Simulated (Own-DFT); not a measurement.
## Calculated data, In₃₁GaP₃₂ (zincblende with substituted atoms, atoms displaced)

A calculation, not a measurement: plane-wave PBE density functional theory by an unreviewed code, no spin, of a simulated periodic cell, stress positive in tension, free energy of the whole cell less one offset for each atom, not probed for a lower state with spin; forces on such cells moved up to 12 meV/angstrom on a denser k mesh; offsets are fitted by least squares, one for each functional and potential file, so energies compare only between cells with the same atoms and settings and are not formation energies; the far tail of each file's local potential was reset to the Coulomb form; each entry is a single point on an unrelaxed cell, so the pressure reflects the starting lattice, mostly measured values (interpolated for alloys), from which strain is counted, and rises with the displacements; printed positions are rounded, which can move forces by about a meV/angstrom; the program, named Own-DFT, is a retired in-house code; no spin-orbit coupling; before rounding, a Quantum ESPRESSO 7.3.1 run of the same cell and cutoff gave forces within 1 meV/angstrom rms on each cell, which checks the program and not the settings. Program: Own-DFT development build.

Settings shared by all entries: functional PBE; potential files PseudoDojo norm-conserving, scalar-relativistic, standard set; wave cutoff 42 hartree; occupations Fermi-Dirac; smearing width 0.1 eV; k mesh 3 x 3 x 3 centred on Gamma.

(1) In₃₁GaP₃₂ (zincblende with substituted atoms, atoms displaced)

```
In31GaP32
1.0
     11.7374     0.0000     0.0000
      0.0000    11.7374     0.0000
      0.0000     0.0000    11.7374
In P In P In P In P In Ga P In P In P In P
4 4 4 4 4 4 4 4 3 1 4 4 4 4 4 4 4
Direct
  0.00550 0.99261 0.99197
  0.00181 0.25061 0.25052
  0.24443 0.00801 0.24862
  0.24825 0.24707 0.00562
  0.12604 0.12944 0.13123
  0.13094 0.37615 0.37588
  0.37671 0.12412 0.37026
  0.37361 0.37676 0.11843
  0.99973 0.99853 0.50052
  0.99776 0.24706 0.75011
  0.24566 0.00826 0.75691
  0.24067 0.24902 0.49491
  0.12742 0.13269 0.62498
  0.13139 0.37952 0.87277
  0.37363 0.12269 0.87345
  0.38301 0.37487 0.62797
  0.99196 0.49333 0.99971
  0.99321 0.75673 0.24907
  0.25265 0.49971 0.25946
  0.25635 0.74539 0.00676
  0.12429 0.61746 0.12583
  0.12500 0.87784 0.38065
  0.37630 0.63017 0.38154
  0.36973 0.87435 0.11929
  0.99560 0.49685 0.49174
  0.99885 0.74884 0.75163
  0.25499 0.50064 0.74829
  0.24872 0.75000 0.50072
  0.12832 0.62807 0.62860
  0.12769 0.87173 0.87345
  0.37704 0.62648 0.87087
  0.37518 0.87734 0.62738
  0.49574 0.99719 0.00110
  0.49944 0.25508 0.24792
  0.75599 0.00167 0.24581
  0.74802 0.25210 0.00190
  0.62023 0.12310 0.12315
  0.62077 0.36974 0.37390
  0.87992 0.12220 0.36707
  0.88086 0.37463 0.13506
  0.49248 0.99755 0.50238
  0.50013 0.24773 0.75302
  0.75063 0.00043 0.75380
  0.75117 0.24774 0.50037
  0.62539 0.11756 0.62389
  0.63187 0.37143 0.87432
  0.87813 0.12010 0.86855
  0.87664 0.37162 0.62171
  0.51045 0.50912 0.00410
  0.50320 0.75019 0.25421
  0.74392 0.50458 0.24933
  0.74964 0.74666 0.99310
  0.61977 0.62746 0.12960
  0.62892 0.88073 0.36937
  0.87979 0.62703 0.37181
  0.87240 0.87750 0.13373
  0.50014 0.49815 0.49996
  0.49391 0.75863 0.74801
  0.74829 0.49971 0.74200
  0.75476 0.74851 0.50069
  0.62155 0.62643 0.62701
  0.62407 0.88397 0.87375
  0.87291 0.62792 0.87683
  0.87622 0.87601 0.62829
```

The calculation gives: free energy of cell above offsets -33.247 eV; pressure 3.19 GPa; stress xx -3.16 GPa; stress yy -3.26 GPa; stress zz -3.14 GPa; stress yz 0.43 GPa; stress xz 0.06 GPa; stress xy -0.04 GPa.

Force:
```
element  x (eV/Å)  y (eV/Å)  z (eV/Å)
     In    -0.468      0.55     0.997
     In     0.362     0.079     0.489
     In     0.598    -1.057     0.405
     In     0.129     0.284    -0.755
      P    -0.804    -0.426    -1.162
      P    -0.982     0.034    -0.254
      P    -0.206     0.329     0.408
      P      0.38     0.511     0.532
     In     0.022     0.459     0.361
     In     0.538     0.705      0.19
     In     -0.05    -0.622    -0.829
     In     1.705    -0.039     0.436
      P    -0.555    -0.922      0.05
      P    -0.768    -0.642     0.259
      P     0.219     0.552      0.75
      P    -0.859     -0.39    -0.471
     In      0.75     0.324    -0.231
     In     1.445    -0.543     0.097
     In     0.431     0.382    -0.928
     In    -0.901    -0.632    -0.706
      P     -0.26     0.543     0.241
      P     0.137     -0.24    -0.769
      P     0.156    -0.384    -0.387
      P     0.512     0.358     1.442
     In     0.657     0.298     0.786
     In     0.172     0.078    -0.131
     In     0.043    -0.011    -0.184
     In    -0.005      0.39     0.366
      P    -0.608    -0.637    -0.461
      P     0.454    -0.478     0.106
      P     0.358    -0.025     0.538
      P    -1.179     0.316    -0.141
     In     0.056     0.284     -0.13
     In    -0.393    -0.408    -0.521
     In    -1.066     0.693     0.191
     Ga     0.269    -0.363     0.085
      P      0.94      0.76    -0.374
      P     0.712     0.659     0.278
      P    -0.231      0.38     0.988
      P     -1.69    -0.284    -1.083
     In     0.645     0.151    -0.602
     In     0.412     -0.21    -0.171
     In     -0.05    -0.051    -0.673
     In    -0.141    -0.458    -0.329
      P    -0.087     0.556     0.043
      P     0.207     -0.04     0.778
      P    -0.486      0.89     1.583
      P     -0.05     0.315     0.072
     In    -0.983    -1.117    -1.092
     In    -0.671     0.748    -0.022
     In     0.407    -0.517     0.441
     In    -0.534     0.935     0.878
      P      1.04     0.621    -0.204
      P    -0.119    -0.282      0.79
      P     -0.75    -0.224     0.061
      P     0.265    -0.368    -2.162
     In     0.184     0.138     0.042
     In     0.779    -0.455     0.477
     In     0.277     -0.02     0.418
     In    -0.453     0.218    -0.067
      P     0.081     0.338    -0.347
      P    -0.093    -1.031     0.289
      P      0.22    -0.926    -0.571
      P    -0.122    -0.076     -0.11
```

(2) In₃₁GaP₃₂ (zincblende with substituted atoms, atoms displaced)

```
In31GaP32
1.0
     11.7374     0.0000     0.0000
      0.0000    11.7374     0.0000
      0.0000     0.0000    11.7374
In P In P In Ga In P In P In P In P In P In P
4 4 4 4 1 1 2 4 4 4 4 4 4 4 4 4 4 4
Direct
  0.00188 0.99361 0.99833
  0.00263 0.24493 0.25111
  0.24925 0.99673 0.25067
  0.25012 0.25655 0.99295
  0.12533 0.12707 0.12660
  0.12824 0.36695 0.36592
  0.37216 0.13274 0.37492
  0.37801 0.37723 0.12677
  0.99921 0.99700 0.50999
  0.00146 0.25120 0.75391
  0.24210 0.00042 0.74903
  0.25414 0.24320 0.49835
  0.11428 0.12519 0.62797
  0.11895 0.37982 0.87122
  0.37684 0.13126 0.87020
  0.38288 0.37006 0.62406
  0.00272 0.50749 0.00872
  0.00233 0.75021 0.25063
  0.24806 0.50307 0.24672
  0.24893 0.74141 0.99698
  0.12271 0.62860 0.13125
  0.12633 0.86857 0.36627
  0.37751 0.62181 0.37893
  0.37581 0.87202 0.12927
  0.00719 0.50624 0.49491
  0.00382 0.74217 0.75904
  0.25250 0.50256 0.75016
  0.24924 0.74589 0.49889
  0.13044 0.62432 0.61778
  0.12474 0.87438 0.87672
  0.37003 0.62694 0.87602
  0.37193 0.87726 0.62814
  0.49733 0.99865 0.00596
  0.48991 0.25000 0.24712
  0.74787 0.00554 0.25234
  0.74534 0.24976 0.99801
  0.63334 0.12538 0.12625
  0.62240 0.37443 0.36786
  0.88227 0.12692 0.37856
  0.87992 0.37594 0.12717
  0.49878 0.99168 0.50227
  0.49869 0.24988 0.74803
  0.75022 0.00839 0.75226
  0.74406 0.25606 0.50293
  0.62855 0.12172 0.62624
  0.62958 0.36826 0.87536
  0.87442 0.12994 0.87367
  0.87586 0.37318 0.63170
  0.49924 0.49198 0.00208
  0.49714 0.75117 0.25178
  0.75479 0.50101 0.24580
  0.75328 0.75276 0.99526
  0.62568 0.62268 0.12994
  0.62082 0.87738 0.37994
  0.86569 0.62608 0.37398
  0.87145 0.86863 0.12648
  0.49822 0.49743 0.50217
  0.50037 0.75524 0.75156
  0.75502 0.49974 0.76310
  0.75678 0.74760 0.50311
  0.62658 0.62785 0.62642
  0.62984 0.87550 0.87404
  0.87719 0.62272 0.87240
  0.87169 0.88221 0.61842
```

It finds free energy of cell above offsets -33.187 eV; pressure 3.2 GPa; stress xx -3.16 GPa; stress yy -3.22 GPa; stress zz -3.22 GPa; stress yz 0.19 GPa; stress xz 0.19 GPa; stress xy -0.3 GPa.

Force:
```
element  x (eV/Å)  y (eV/Å)  z (eV/Å)
     In    -0.629     0.719     0.642
     In    -0.494     0.139    -0.287
     In     0.111     0.581    -0.143
     In    -0.167    -0.178     0.434
      P     0.407    -0.445    -0.863
      P     0.216     0.866     0.993
      P     0.604    -1.902    -0.193
      P    -1.095     -0.06    -0.429
     In     0.487     0.066    -1.684
     In    -0.468     0.085    -0.174
     In     0.441      0.38     0.097
     In    -1.044     0.822     0.857
      P     1.269     0.285    -0.212
      P     0.561     0.457     0.532
      P    -0.437     -0.97     0.603
      P    -1.224     0.425     0.083
     In    -0.341    -0.592    -0.497
     Ga    -0.699     0.014     0.051
     In     0.388    -0.286     0.568
     In    -0.235     1.014     0.803
      P    -0.276     0.798     0.302
      P    -0.894    -0.139     0.633
      P     -0.32     0.106    -0.436
      P    -0.538    -0.026    -0.679
     In    -0.768    -1.027    -0.276
     In    -0.026     0.774    -1.467
     In     -0.03    -0.577    -0.479
     In     0.513     0.714    -0.385
      P    -0.439     0.025     1.126
      P     0.352    -0.424     -0.08
      P     1.228    -0.577    -0.243
      P    -0.433    -0.303    -0.114
     In     0.381     0.274    -0.462
     In     1.246    -0.257     0.056
     In     0.672    -0.602     0.667
     In     1.084      0.03     0.637
      P    -1.392     0.213    -0.088
      P     0.053     0.161     0.274
      P    -0.781    -0.199     0.268
      P    -0.221    -0.432    -0.397
     In    -0.237     1.185     0.101
     In     0.955    -0.298    -0.083
     In      0.29    -0.626    -0.056
     In     0.479    -0.207    -0.314
      P    -0.869     0.365    -0.436
      P    -0.962     0.765    -0.254
      P     0.394    -0.517     0.684
      P     0.079     0.721    -0.704
     In     0.615      0.81    -0.404
     In     0.575    -0.349     0.348
     In    -0.424    -0.497     0.168
     In    -0.413     -0.73     0.408
      P    -0.213      0.44    -0.927
      P     0.788     -0.61    -0.604
      P     1.911     0.345    -0.552
      P     0.991     0.178     0.783
     In     0.879     0.146    -0.209
     In     0.054     -0.33     -0.07
     In    -0.696     -0.38     -1.39
     In    -0.901     0.538    -0.042
      P    -0.046    -0.533     0.413
      P    -0.504     0.467     0.158
      P     0.218     0.315      1.21
      P    -0.021     -1.15     1.738
```
